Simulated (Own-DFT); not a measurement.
Simulation results for SiC (2H silicon carbide, strained, atoms displaced)

A calculation, not a measurement: plane-wave PBE density functional theory by an unreviewed code, no spin, of a simulated periodic cell, stress positive in tension, free energy of the whole cell less one offset for each atom, forces on such cells passed a denser k mesh, this cell's mesh not checked; offsets are fitted by least squares, one for each functional and potential file, so energies compare only between cells with the same atoms and settings and are not formation energies; the far tail of each file's local potential was reset to the Coulomb form; each entry is a single point on an unrelaxed cell, so the pressure reflects the starting lattice, mostly measured values (interpolated for alloys), from which strain is counted, and rises with the displacements; printed positions are rounded, which can move forces by about a meV/angstrom; the program, named Own-DFT, is a retired in-house code; no spin-orbit coupling. Program: Own-DFT development build.

Common to all runs: functional PBE; potential files PseudoDojo norm-conserving, scalar-relativistic, standard set; wave cutoff 42 hartree; occupations Fermi-Dirac; smearing width 0.1 eV; hardware one NVIDIA H100; k mesh 5 x 5 x 3 centred on Gamma.

(1) SiC (2H silicon carbide, strained, atoms displaced)

```cif
# cell vector a (Å): 6.2816 0.0774 0.0347
# cell vector b (Å): -3.0738 5.2118 -0.0311
# cell vector c (Å): 0.0566 -0.0259 10.2156
data_SiC
_symmetry_space_group_name_H-M 'P 1'
_symmetry_Int_Tables_number 1
_cell_length_a 6.2822
_cell_length_b 6.0508
_cell_length_c 10.2158
_cell_angle_alpha 90.581
_cell_angle_beta 89.368
_cell_angle_gamma 119.826
_cell_volume 336.86
loop_
_atom_site_label
_atom_site_type_symbol
_atom_site_fract_x
_atom_site_fract_y
_atom_site_fract_z
_atom_site_occupancy
Si1 Si 0.02056 0.99786 0.99746 1
Si2 Si 0.17689 0.33887 0.25212 1
C1 C 0.00953 0.02106 0.18178 1
C2 C 0.16804 0.30466 0.43329 1
Si3 Si 0.01081 0.02471 0.49849 1
Si4 Si 0.16795 0.35547 0.75036 1
C3 C 0.00291 0.00255 0.68776 1
C4 C 0.14618 0.31190 0.92864 1
Si5 Si 0.00772 0.49965 0.99184 1
Si6 Si 0.15569 0.84292 0.25345 1
C5 C 0.00334 0.50783 0.18393 1
C6 C 0.18657 0.85035 0.43165 1
Si7 Si 0.00696 0.49535 0.49136 1
Si8 Si 0.16811 0.82739 0.75669 1
C7 C 0.00067 0.49241 0.69011 1
C8 C 0.16610 0.84182 0.93355 1
Si9 Si 0.50901 0.00883 0.99702 1
Si10 Si 0.67529 0.32734 0.25445 1
C9 C 0.51563 0.99241 0.18734 1
C10 C 0.67578 0.34008 0.44063 1
Si11 Si 0.50670 0.01019 0.48836 1
Si12 Si 0.66359 0.33835 0.74067 1
C11 C 0.51345 0.01526 0.68571 1
C12 C 0.68283 0.35987 0.93513 1
Si13 Si 0.50580 0.50685 0.00604 1
Si14 Si 0.67508 0.82148 0.24858 1
C13 C 0.50647 0.50946 0.20000 1
C14 C 0.66198 0.84408 0.44439 1
Si15 Si 0.50151 0.48619 0.49565 1
Si16 Si 0.66711 0.84360 0.75395 1
C15 C 0.49182 0.49825 0.68975 1
C16 C 0.68040 0.83437 0.94028 1
```

The calculation gives: free energy of cell above offsets -0.730 eV; pressure 3.18 GPa; stress xx 3.46 GPa; stress yy -14.44 GPa; stress zz 1.45 GPa; stress yz -0.06 GPa; stress xz 1.89 GPa; stress xy 6.6 GPa; wall time 128.1 s.

Force:
| element | x (eV/Å) | y (eV/Å) | z (eV/Å) |
| --- | --- | --- | --- |
| Si | -3.88 | 0.468 | 0.767 |
| Si | -1.056 | 0.902 | -0.941 |
| C | 0.622 | -1.944 | 0.436 |
| C | -0.589 | 7.544 | -1.814 |
| Si | -0.251 | -7.984 | 3.569 |
| Si | 2.544 | -3.574 | -0.434 |
| C | 0.018 | 0.194 | 0.029 |
| C | 1.565 | 2.937 | 1.691 |
| Si | -0.897 | -0.021 | 1.414 |
| Si | 2.481 | -0.033 | -1.911 |
| C | 0.272 | -0.202 | 0.841 |
| C | -1.627 | -1.506 | 1.18 |
| Si | 0.389 | 1.392 | 1.489 |
| Si | -0.613 | 2 | -3.1 |
| C | -1.925 | 1.676 | -1.982 |
| C | 3.809 | -1.398 | 0.827 |
| Si | 0.646 | 0.366 | 0.483 |
| Si | -0.153 | 0.23 | -1.566 |
| C | -2.084 | 0.503 | -0.134 |
| C | 1.214 | 0.525 | -1.269 |
| Si | -0.55 | -0.96 | 2.801 |
| Si | 0.191 | 0.962 | 1.995 |
| C | -1.152 | -2.259 | -0.339 |
| C | -0.289 | -1.906 | -0.055 |
| Si | -0.339 | -0.529 | -0.737 |
| Si | -0.908 | 4.152 | 1.489 |
| C | 0.851 | -3.674 | -2.127 |
| C | 3.041 | -1.6 | -2.017 |
| Si | -1.672 | 2.528 | 1.783 |
| Si | 1.409 | -0.257 | -1.143 |
| C | 0.111 | 0.901 | -1.133 |
| C | -1.177 | 0.566 | -0.093 |

(2) SiC (2H silicon carbide, strained, atoms displaced)

```cif
# cell vector a (Å): 6.1530 0.0087 0.0225
# cell vector b (Å): -3.0690 5.3434 0.0623
# cell vector c (Å): 0.0367 0.1387 10.1606
data_SiC
_symmetry_space_group_name_H-M 'P 1'
_symmetry_Int_Tables_number 1
_cell_length_a 6.1530
_cell_length_b 6.1624
_cell_length_c 10.1616
_cell_angle_alpha 88.846
_cell_angle_beta 89.582
_cell_angle_gamma 119.786
_cell_volume 334.26
loop_
_atom_site_label
_atom_site_type_symbol
_atom_site_fract_x
_atom_site_fract_y
_atom_site_fract_z
_atom_site_occupancy
Si1 Si 0.98145 0.97664 0.99349 1
Si2 Si 0.15350 0.32851 0.24515 1
C1 C 0.00708 0.99092 0.18698 1
C2 C 0.16775 0.33429 0.44113 1
Si3 Si 0.98763 0.97871 0.50429 1
Si4 Si 0.17695 0.33900 0.75026 1
C3 C 0.97683 0.99726 0.67717 1
C4 C 0.18993 0.35271 0.93506 1
Si5 Si 0.99814 0.49185 0.99898 1
Si6 Si 0.16173 0.82336 0.25286 1
C5 C 0.00190 0.49453 0.18625 1
C6 C 0.16016 0.84089 0.43687 1
Si7 Si 0.01197 0.49516 0.50308 1
Si8 Si 0.14250 0.81891 0.74130 1
C7 C 0.99914 0.50662 0.68164 1
C8 C 0.16674 0.82627 0.93686 1
Si9 Si 0.50409 0.00874 0.98839 1
Si10 Si 0.67144 0.32755 0.24962 1
C9 C 0.50401 0.99516 0.19014 1
C10 C 0.64400 0.30953 0.43315 1
Si11 Si 0.49932 0.98720 0.50162 1
Si12 Si 0.66236 0.31617 0.74427 1
C11 C 0.50211 0.99428 0.67982 1
C12 C 0.67473 0.33712 0.93190 1
Si13 Si 0.49680 0.50479 0.99688 1
Si14 Si 0.66064 0.83880 0.24736 1
C13 C 0.49257 0.50249 0.17879 1
C14 C 0.66580 0.82264 0.43351 1
Si15 Si 0.52038 0.50520 0.50246 1
Si16 Si 0.66896 0.83213 0.74839 1
C15 C 0.51163 0.51174 0.69160 1
C16 C 0.67340 0.84888 0.93972 1
```

Results for SiC (2H silicon carbide, strained, atoms displaced): free energy of cell above offsets -2.362 eV; pressure 3.67 GPa; stress xx -5.76 GPa; stress yy -2.64 GPa; stress zz -2.61 GPa; stress yz 3.29 GPa; stress xz 1.11 GPa; stress xy 1.12 GPa; wall time 118.3 s.

Force:
| element | x (eV/Å) | y (eV/Å) | z (eV/Å) |
| --- | --- | --- | --- |
| Si | 2.812 | 3.033 | 2.015 |
| Si | 2.762 | -0.723 | 1.218 |
| C | -1.871 | 0.395 | -0.75 |
| C | 1.062 | -0.845 | -0.59 |
| Si | -0.746 | 2.705 | -2.96 |
| Si | -0.967 | -0.103 | -0.682 |
| C | 2.747 | 1.095 | 3.049 |
| C | -2.286 | -2.87 | -0.737 |
| Si | 0.529 | 0.525 | -0.159 |
| Si | 0.557 | 0.744 | -0.513 |
| C | -1.315 | 0.483 | -0.366 |
| C | 2.048 | -2.122 | 0.515 |
| Si | -1.98 | 0.15 | -1.94 |
| Si | 1.177 | 1.941 | 1.169 |
| C | 0.624 | -1.922 | 1.126 |
| C | -0.74 | 0.26 | -1.325 |
| Si | -0.718 | -0.585 | 2.452 |
| Si | -2.039 | 0.134 | -0.562 |
| C | -1.928 | 1.092 | -1.616 |
| C | 1.991 | 1.82 | 1.047 |
| Si | -0.749 | 0.012 | -1.874 |
| Si | -0.188 | 1.595 | 0.274 |
| C | -1.349 | -0.523 | 1.843 |
| C | -0.689 | 0.203 | -0.054 |
| Si | 1.925 | 0.423 | 0.58 |
| Si | 2.559 | -1.973 | -0.092 |
| C | 0.923 | -0.25 | 1.525 |
| C | -0.373 | 0.786 | 0.332 |
| Si | -1.894 | -1.901 | -0.805 |
| Si | -1.371 | 0.108 | 1.041 |
| C | 0.336 | -1.877 | -0.923 |
| C | -0.848 | -1.811 | -2.241 |

(3) SiC (2H silicon carbide, strained, atoms displaced)

```cif
# cell vector a (Å): 6.2514 0.0598 -0.1120
# cell vector b (Å): -3.0739 5.3418 0.0231
# cell vector c (Å): -0.1828 -0.0619 9.9332
data_SiC
_symmetry_space_group_name_H-M 'P 1'
_symmetry_Int_Tables_number 1
_cell_length_a 6.2527
_cell_length_b 6.1631
_cell_length_c 9.9351
_cell_angle_alpha 89.569
_cell_angle_beta 92.084
_cell_angle_gamma 119.369
_cell_volume 333.41
loop_
_atom_site_label
_atom_site_type_symbol
_atom_site_fract_x
_atom_site_fract_y
_atom_site_fract_z
_atom_site_occupancy
Si1 Si 0.98319 0.98400 0.00333 1
Si2 Si 0.18030 0.34514 0.24781 1
C1 C 0.99992 0.00048 0.19332 1
C2 C 0.16032 0.32878 0.44232 1
Si3 Si 0.98989 0.99735 0.49852 1
Si4 Si 0.16328 0.33401 0.75567 1
C3 C 0.00956 0.00060 0.68319 1
C4 C 0.17526 0.33042 0.93367 1
Si5 Si 0.98887 0.49869 0.00379 1
Si6 Si 0.17773 0.83895 0.24416 1
C5 C 0.00603 0.50534 0.18246 1
C6 C 0.17506 0.83080 0.44618 1
Si7 Si 0.99649 0.49697 0.50122 1
Si8 Si 0.15937 0.83757 0.74752 1
C7 C 0.99323 0.50475 0.68570 1
C8 C 0.15950 0.83232 0.93284 1
Si9 Si 0.48844 0.99062 0.99816 1
Si10 Si 0.67135 0.33499 0.25524 1
C9 C 0.49971 0.00667 0.18429 1
C10 C 0.66178 0.32779 0.44009 1
Si11 Si 0.49318 0.98395 0.50211 1
Si12 Si 0.67678 0.33259 0.74775 1
C11 C 0.48564 0.00458 0.68833 1
C12 C 0.68701 0.33736 0.94052 1
Si13 Si 0.50877 0.50919 0.99684 1
Si14 Si 0.66585 0.83310 0.24803 1
C13 C 0.50582 0.49771 0.18271 1
C14 C 0.67142 0.82902 0.43122 1
Si15 Si 0.50642 0.50785 0.50456 1
Si16 Si 0.67864 0.83142 0.74424 1
C15 C 0.51711 0.51339 0.68564 1
C16 C 0.65428 0.82333 0.93518 1
```

Results for SiC (2H silicon carbide, strained, atoms displaced): free energy of cell above offsets -2.886 eV; pressure 3.66 GPa; stress xx 4.27 GPa; stress yy 0.15 GPa; stress zz -15.39 GPa; stress yz -2.54 GPa; stress xz -6.69 GPa; stress xy 2.28 GPa; wall time 126.7 s.

Force:
| element | x (eV/Å) | y (eV/Å) | z (eV/Å) |
| --- | --- | --- | --- |
| Si | 0.807 | 1.762 | -0.83 |
| Si | -0.419 | -0.9 | 0.447 |
| C | -0.21 | 0.219 | -0.677 |
| C | 0.684 | 0.857 | -0.817 |
| Si | 2.162 | 0.344 | -0.735 |
| Si | 0.646 | 0.665 | -2.543 |
| C | -2.549 | 1.051 | 0.752 |
| C | -1.121 | -0.298 | 2.622 |
| Si | 3.287 | 0.815 | -1.97 |
| Si | -0.63 | -0.399 | 1.768 |
| C | -0.175 | -0.208 | 2.422 |
| C | -1.703 | -0.473 | -2.187 |
| Si | 0.156 | 0.057 | -0.663 |
| Si | 1.656 | -0.88 | 0.065 |
| C | 1.293 | -0.599 | 0.831 |
| C | -0.209 | -0.359 | 1.383 |
| Si | 0.375 | 1.233 | -0.865 |
| Si | 0.22 | 0.253 | -1.182 |
| C | 0.654 | -0.518 | 0.685 |
| C | 0.138 | -0.055 | 0.267 |
| Si | 0.349 | 1.712 | -0.279 |
| Si | -1.01 | 0.345 | 0.528 |
| C | 2.238 | -0.772 | 0.348 |
| C | -3.219 | -1.667 | -1.134 |
| Si | 0.193 | -2.435 | -0.392 |
| Si | 0.33 | 0.08 | -0.882 |
| C | -0.489 | 0.614 | 1.133 |
| C | -1.225 | -0.083 | 1.597 |
| Si | -0.232 | -1.536 | -1.682 |
| Si | -1.536 | 1.363 | 0.764 |
| C | -0.92 | -1.656 | 1.3 |
| C | 0.46 | 1.469 | -0.075 |

(4) SiC (2H silicon carbide, strained, atoms displaced)

```cif
# cell vector a (Å): 6.2540 -0.0799 0.0918
# cell vector b (Å): -3.1962 5.3912 -0.1453
# cell vector c (Å): 0.1499 -0.1874 10.0539
data_SiC
_symmetry_space_group_name_H-M 'P 1'
_symmetry_Int_Tables_number 1
_cell_length_a 6.2552
_cell_length_b 6.2691
_cell_length_c 10.0568
_cell_angle_alpha 92.682
_cell_angle_beta 88.292
_cell_angle_gamma 121.403
_cell_volume 336.23
loop_
_atom_site_label
_atom_site_type_symbol
_atom_site_fract_x
_atom_site_fract_y
_atom_site_fract_z
_atom_site_occupancy
Si1 Si 0.98906 0.98986 0.00807 1
Si2 Si 0.17721 0.35499 0.24576 1
C1 C 0.98534 0.99160 0.19300 1
C2 C 0.17338 0.34396 0.44666 1
Si3 Si 0.99572 0.99312 0.49492 1
Si4 Si 0.15883 0.33340 0.75362 1
C3 C 0.99692 0.00750 0.68925 1
C4 C 0.16512 0.34092 0.93370 1
Si5 Si 0.01936 0.49766 0.00285 1
Si6 Si 0.16236 0.82415 0.24439 1
C5 C 0.01623 0.51651 0.17720 1
C6 C 0.16809 0.84619 0.43787 1
Si7 Si 0.98398 0.49938 0.50493 1
Si8 Si 0.17500 0.82869 0.75257 1
C7 C 0.00594 0.49035 0.68047 1
C8 C 0.16394 0.82921 0.93232 1
Si9 Si 0.50028 0.99192 0.99330 1
Si10 Si 0.67237 0.32929 0.24791 1
C9 C 0.48853 0.01406 0.19418 1
C10 C 0.65353 0.33161 0.43300 1
Si11 Si 0.49669 0.00800 0.50122 1
Si12 Si 0.66655 0.34249 0.74899 1
C11 C 0.50727 0.99408 0.68339 1
C12 C 0.67503 0.35471 0.94078 1
Si13 Si 0.48445 0.50274 0.99393 1
Si14 Si 0.66670 0.82822 0.25835 1
C13 C 0.51615 0.51045 0.19269 1
C14 C 0.66851 0.83924 0.43502 1
Si15 Si 0.50261 0.50896 0.50125 1
Si16 Si 0.66227 0.82840 0.75117 1
C15 C 0.49674 0.48904 0.68998 1
C16 C 0.66832 0.83598 0.93497 1
```

Results for SiC (2H silicon carbide, strained, atoms displaced): free energy of cell above offsets -1.750 eV; pressure 2.63 GPa; stress xx 3.06 GPa; stress yy -1.41 GPa; stress zz -9.53 GPa; stress yz -6.94 GPa; stress xz 4.76 GPa; stress xy -5.2 GPa; wall time 116.1 s.

Force:
| element | x (eV/Å) | y (eV/Å) | z (eV/Å) |
| --- | --- | --- | --- |
| Si | 0.8 | 0.429 | -1.377 |
| Si | 0.743 | -1.622 | 1.887 |
| C | 1.309 | 1.561 | -0.649 |
| C | -1.469 | -0.475 | -2.009 |
| Si | -0.452 | 2.297 | 1.333 |
| Si | 0.705 | -0.418 | -2.186 |
| C | 1.099 | -1.806 | -0.174 |
| C | 0.794 | -2.157 | 1.231 |
| Si | -3.915 | 1.368 | -2.607 |
| Si | -1.115 | 3.009 | 1.937 |
| C | 0.012 | -2.863 | 2.669 |
| C | 0.373 | -2.19 | -0.457 |
| Si | 1.632 | 0.43 | -2.338 |
| Si | -1.443 | 0.534 | -2.11 |
| C | -1.559 | 1.006 | 2.725 |
| C | 0.43 | 0.166 | 2.034 |
| Si | -1.379 | 2.338 | 1.272 |
| Si | -0.988 | 2.122 | -0.132 |
| C | 2.437 | -2.551 | -2.258 |
| C | 1.15 | 0.774 | 1.132 |
| Si | 0.572 | -0.684 | -0.901 |
| Si | 1.299 | -0.973 | 0.648 |
| C | -0.88 | 0.567 | 1.391 |
| C | 0.436 | -1.751 | -0.446 |
| Si | 2.891 | 0.411 | 1.638 |
| Si | -1.51 | 1.251 | -1.691 |
| C | -0.991 | -1.377 | -1.751 |
| C | -0.54 | -0.229 | 2.083 |
| Si | -0.43 | -0.349 | -0.141 |
| Si | 0.772 | 0.569 | -1.25 |
| C | -0.436 | 1 | -0.213 |
| C | -0.346 | -0.387 | 0.712 |

(5) SiC (2H silicon carbide, strained, atoms displaced)

```cif
# cell vector a (Å): 6.2264 0.0275 -0.0089
# cell vector b (Å): -3.0894 5.2428 -0.0978
# cell vector c (Å): -0.0146 -0.1928 10.0463
data_SiC
_symmetry_space_group_name_H-M 'P 1'
_symmetry_Int_Tables_number 1
_cell_length_a 6.2265
_cell_length_b 6.0861
_cell_length_c 10.0482
_cell_angle_alpha 91.826
_cell_angle_beta 90.170
_cell_angle_gamma 120.250
_cell_volume 328.68
loop_
_atom_site_label
_atom_site_type_symbol
_atom_site_fract_x
_atom_site_fract_y
_atom_site_fract_z
_atom_site_occupancy
Si1 Si 0.98959 0.98780 0.00558 1
Si2 Si 0.15694 0.32638 0.24414 1
C1 C 0.00739 0.01117 0.19369 1
C2 C 0.15764 0.32353 0.43705 1
Si3 Si 0.01173 0.99477 0.49896 1
Si4 Si 0.16738 0.33941 0.74727 1
C3 C 0.98207 0.98474 0.68679 1
C4 C 0.15759 0.32624 0.93900 1
Si5 Si 0.00000 0.50419 0.00343 1
Si6 Si 0.16926 0.84249 0.24509 1
C5 C 0.00167 0.50634 0.18769 1
C6 C 0.17802 0.85191 0.44095 1
Si7 Si 0.00055 0.49919 0.50257 1
Si8 Si 0.15826 0.83876 0.74908 1
C7 C 0.99674 0.50368 0.67430 1
C8 C 0.17263 0.82716 0.93405 1
Si9 Si 0.49266 0.99213 0.99429 1
Si10 Si 0.67284 0.33194 0.24232 1
C9 C 0.49148 0.99555 0.19118 1
C10 C 0.67850 0.32191 0.44482 1
Si11 Si 0.48699 0.99107 0.50614 1
Si12 Si 0.67032 0.33021 0.75121 1
C11 C 0.50125 0.01161 0.68558 1
C12 C 0.67307 0.32794 0.93695 1
Si13 Si 0.51291 0.51730 0.00206 1
Si14 Si 0.67551 0.84189 0.24969 1
C13 C 0.50892 0.50967 0.19088 1
C14 C 0.67703 0.84555 0.43233 1
Si15 Si 0.50254 0.50355 0.50440 1
Si16 Si 0.66066 0.83707 0.75225 1
C15 C 0.50371 0.50670 0.69135 1
C16 C 0.66899 0.83055 0.93818 1
```

Results for SiC (2H silicon carbide, strained, atoms displaced): free energy of cell above offsets -2.406 eV; pressure 7.11 GPa; stress xx 0.13 GPa; stress yy -12.66 GPa; stress zz -8.8 GPa; stress yz -7.04 GPa; stress xz -1.04 GPa; stress xy 0.82 GPa; wall time 134.7 s.

Force:
| element | x (eV/Å) | y (eV/Å) | z (eV/Å) |
| --- | --- | --- | --- |
| Si | 1.254 | 1.771 | -1.242 |
| Si | 1.242 | 4.011 | 2.276 |
| C | -0.468 | -3.097 | -2.219 |
| C | 1.095 | 1.478 | -0.068 |
| Si | -3.397 | 0.993 | 0.503 |
| Si | -0.325 | -0.591 | 0.154 |
| C | 0.465 | 1.761 | 0.235 |
| C | 0.857 | 0.6 | 0.243 |
| Si | 0.885 | -1.037 | -1.184 |
| Si | 0.438 | -0.19 | 2.255 |
| C | 0.068 | -0.518 | -0.098 |
| C | 0.57 | -3.064 | -1.742 |
| Si | 0.44 | 0.136 | -3.136 |
| Si | 0.887 | -0.511 | -0.602 |
| C | 0.643 | -0.22 | 4.932 |
| C | -1.862 | 0.141 | 0.599 |
| Si | 0.813 | 0.964 | 1.499 |
| Si | -1.058 | 0.619 | 2.563 |
| C | 1.104 | 0.065 | -2.086 |
| C | -2.446 | 1.04 | -1.676 |
| Si | 2.749 | 1.563 | -1.907 |
| Si | -0.373 | 2.184 | -0.575 |
| C | -0.393 | -2.436 | 1.723 |
| C | -1.01 | 0.688 | 0.439 |
| Si | -0.65 | -3.349 | -0.127 |
| Si | -0.992 | -0.159 | 0.838 |
| C | -0.246 | -1.213 | -0.907 |
| C | -0.23 | -1.41 | 1.914 |
| Si | 0.614 | -0.253 | -1.933 |
| Si | 0.291 | 0.301 | -0.681 |
| C | -0.397 | -1.195 | 0.095 |
| C | -0.569 | 0.927 | -0.086 |

(6) SiC (2H silicon carbide, strained, atoms displaced)

```cif
# cell vector a (Å): 6.0542 -0.0914 0.0275
# cell vector b (Å): -3.1062 5.3671 -0.0327
# cell vector c (Å): 0.0448 -0.0358 10.0143
data_SiC
_symmetry_space_group_name_H-M 'P 1'
_symmetry_Int_Tables_number 1
_cell_length_a 6.0550
_cell_length_b 6.2012
_cell_length_c 10.0145
_cell_angle_alpha 90.608
_cell_angle_beta 89.480
_cell_angle_gamma 120.926
_cell_volume 322.55
loop_
_atom_site_label
_atom_site_type_symbol
_atom_site_fract_x
_atom_site_fract_y
_atom_site_fract_z
_atom_site_occupancy
Si1 Si 0.00558 0.00473 0.99597 1
Si2 Si 0.16675 0.34896 0.25095 1
C1 C 0.00210 0.99716 0.18661 1
C2 C 0.15765 0.33656 0.43426 1
Si3 Si 0.00488 0.99544 0.49116 1
Si4 Si 0.16069 0.32653 0.74323 1
C3 C 0.99892 0.00140 0.68466 1
C4 C 0.15646 0.32143 0.94602 1
Si5 Si 0.02026 0.50985 0.00516 1
Si6 Si 0.18509 0.83683 0.24322 1
C5 C 0.00652 0.50012 0.19032 1
C6 C 0.17947 0.84183 0.44018 1
Si7 Si 0.01416 0.51573 0.50534 1
Si8 Si 0.16894 0.82397 0.75046 1
C7 C 0.01411 0.49495 0.68108 1
C8 C 0.16960 0.83642 0.93645 1
Si9 Si 0.50385 0.99825 0.00113 1
Si10 Si 0.67806 0.34354 0.24948 1
C9 C 0.49239 0.01334 0.19250 1
C10 C 0.67305 0.33266 0.42541 1
Si11 Si 0.49410 0.01477 0.49976 1
Si12 Si 0.67393 0.33006 0.75074 1
C11 C 0.49055 0.99713 0.69125 1
C12 C 0.66512 0.33938 0.94374 1
Si13 Si 0.49693 0.48719 0.99977 1
Si14 Si 0.65352 0.80617 0.24527 1
C13 C 0.50354 0.50376 0.19025 1
C14 C 0.66793 0.83510 0.44410 1
Si15 Si 0.50830 0.51311 0.49311 1
Si16 Si 0.66020 0.82765 0.74708 1
C15 C 0.49379 0.49060 0.70268 1
C16 C 0.67532 0.83689 0.94236 1
```

Results for SiC (2H silicon carbide, strained, atoms displaced): free energy of cell above offsets -1.555 eV; pressure 12.51 GPa; stress xx -16.64 GPa; stress yy -11.46 GPa; stress zz -9.45 GPa; stress yz -0.84 GPa; stress xz 1.94 GPa; stress xy -7.86 GPa; wall time 125.1 s.

Force:
| element | x (eV/Å) | y (eV/Å) | z (eV/Å) |
| --- | --- | --- | --- |
| Si | 0.179 | -1.502 | 1.862 |
| Si | 1.513 | -3.127 | 0.027 |
| C | -0.163 | 0.22 | 0.455 |
| C | 1.381 | 0.158 | 0.897 |
| Si | -0.91 | 1.534 | 1.247 |
| Si | 0.555 | -0.903 | 2.133 |
| C | 0.692 | -1.415 | -0.194 |
| C | 0.271 | 2.052 | -2.289 |
| Si | -1.953 | -0.817 | -0.83 |
| Si | -4.464 | -0.815 | 2.184 |
| C | -0.306 | 1.6 | -0.918 |
| C | -1.44 | -1.356 | -1.603 |
| Si | -0.569 | -1.307 | -2.89 |
| Si | -2.091 | 0.549 | 0.128 |
| C | -1.993 | 0.538 | 2.233 |
| C | 0.496 | -0.686 | 0.121 |
| Si | 0.1 | 0.99 | 0.201 |
| Si | -1.051 | -0.735 | -1.116 |
| C | 4.681 | 0.156 | -2.103 |
| C | -0.548 | 1.547 | 3.888 |
| Si | 3.189 | -0.043 | 0.601 |
| Si | -0.929 | 0.214 | 0.878 |
| C | 1.826 | 0.941 | -1.095 |
| C | 2.676 | -1.069 | -0.889 |
| Si | -0.891 | 2.076 | 0.313 |
| Si | 0.175 | 5.768 | 1.653 |
| C | 0.096 | -2.91 | -1.482 |
| C | -0.989 | 0.555 | -1.74 |
| Si | -0.178 | -2.213 | 1.398 |
| Si | 0.333 | 0.49 | 0.969 |
| C | 1.694 | 0.804 | -2.941 |
| C | -1.382 | -1.294 | -1.097 |
